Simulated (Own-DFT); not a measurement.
# Energy and forces against displacement in 4H SiC, 72 atoms (C36Si36)

All numbers below are calculated, not measured. They come from Own-DFT, an in-house plane-wave density functional program, since retired, whose code no person has reviewed. Each row is one single-point run on a periodic cell that was not relaxed, without spin or spin-orbit coupling.

Settings of every run: PBE; PseudoDojo norm-conserving scalar-relativistic files; cutoff 42 hartree; 4 x 4 x 3 k mesh centred on Gamma; Fermi-Dirac smearing of 0.1 eV.

Known limits: forces on such cells passed a denser k mesh, each cell not checked; stress not checked against mesh or cutoff.

Cell vectors in Å: (9.248, 0.000, 0.000); (-4.624, 8.009, 0.000); (0.000, 0.000, 10.068). In each run every atom was moved at random and independently from its ideal site; u is the rms move along one axis. E is the free energy for each atom above the fitted value at u = 0, and F the rms of the force components.

| run | u (Å) | E (meV/atom) | F (eV/Å) | largest force (eV/Å) | P (GPa) |
|---|---|---|---|---|---|
| 1 | 0.0290 | 30.5 | 0.830 | 3.07 | 3.70 |
| 2 | 0.0308 | ? | ? | ? | ? |
| 3 | 0.0568 | 128.1 | 1.757 | 6.80 | 6.06 |
| 4 | 0.0608 | 146.9 | 1.899 | 8.95 | 6.60 |
| 5 | 0.0911 | 338.1 | 3.217 | 13.54 | 11.70 |
| 6 | 0.0996 | 365.0 | 3.093 | 13.91 | 11.15 |
| 7 | 0.1066 | 385.7 | 3.012 | 10.81 | 11.67 |

## Worked fit

For small independent moves the energy grows as E = (3/2) K u², with K the mean stiffness felt by one atom. The runs with u up to 0.11 Å give K = 25.3 ± 1.1 eV/Å², with residuals divided by u² + 0.0006 Å², since the noise grows with the moves. The scatter is 8.2 meV/atom at u = 0.05 Å. The forces follow F = G u with G = 31.0 eV/Å²; no force at u = 0 is resolved. G exceeds K because the moves of its neighbours add to the force on an atom, and stiffness differs between atoms. The pressure follows P = 3.52 + 796 u² GPa: at fixed volume, shortened bonds push harder than stretched ones pull.

## Withheld run

Question: what energy and rms force should run 2 give?

The fit gives 36 ± 4 meV/atom and about 0.95 eV/Å. The calculation gave 36.0 meV/atom and 0.914 eV/Å.
